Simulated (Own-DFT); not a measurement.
# How strain changes the stress of wurtzite GaN, 96 atoms (Ga48N48)

Calculated results; nothing here was measured. The program, named Own-DFT, is a retired in-house plane-wave density functional code that no person has reviewed. Each row is one single-point run on a periodic cell that was not relaxed, without spin or spin-orbit coupling.

Settings of every run: PBE; PseudoDojo norm-conserving scalar-relativistic files (stringent for Ga); cutoff 96 hartree; 3 x 4 x 3 k mesh centred on Gamma; Gaussian smearing of 0.01 eV.

Known limits: forces on such cells passed a denser k mesh, each cell not checked; stress not checked against mesh or cutoff.

Unstrained cell vectors in Å: (12.756, 0.000, 0.000); (-4.784, 8.285, 0.000); (0.000, 0.000, 10.370). The unstrained cell has measured lattice constants (interpolated for alloys), not those of this functional. That, the random moves and any unrelaxed bonds set the pressure at no strain. Each run strains this cell uniformly, with the atoms carried along. Every atom was also moved at random, by a Gaussian of width 0.05 Å on each axis. Strain is the symmetric tensor, in per cent. Stress is positive in tension, and the pressure is minus a third of its trace.

```
run  e_xx (%)  e_yy (%)  e_zz (%)  s_xx (GPa)  s_yy (GPa)  s_zz (GPa)  P (GPa)  E (meV/atom)
  1      0.00      0.00     -0.75       -7.01       -5.71      -13.36     8.69          12.6
  2      0.00      0.00     -1.00       -8.05       -6.76      -13.23     9.35          16.0
  3      0.00      0.00      2.00       -4.00       -6.14        0.02     3.37           8.2
  4      0.00      0.00      0.25       -5.47       -7.10       -6.06     6.21           0.0
  5      0.00      0.00      1.00       -6.03       -7.09       -3.10     5.41          10.1
  6      0.00      0.00     -2.00       -9.43       -7.10      -17.76    11.43          28.5
  7      0.00      0.00     -1.50       -8.08       -8.00      -15.65    10.58          28.8
  8      0.00      0.00      3.00       -5.92       -5.35        5.09     2.06          10.1
  9      0.00      0.00      2.25           ?           ?           ?        ?             ?
```

E is the free energy for each atom above the lowest run shown.

## Worked fit

The change of volume is close to e_xx + e_yy + e_zz. A straight line through the runs shown gives P = 7.38 - 192 x (fractional change of volume) GPa, with an error of 8 on the slope and a scatter of 0.38 GPa. The strain isn't the same on all axes and the cell isn't cubic, so the slope belongs to this path and is not the bulk modulus.

## Withheld run

Question: what pressure should run 9 give? Its volume changes by 2.25 %.

The line gives 3.0 GPa. The calculation gave 2.93 GPa.
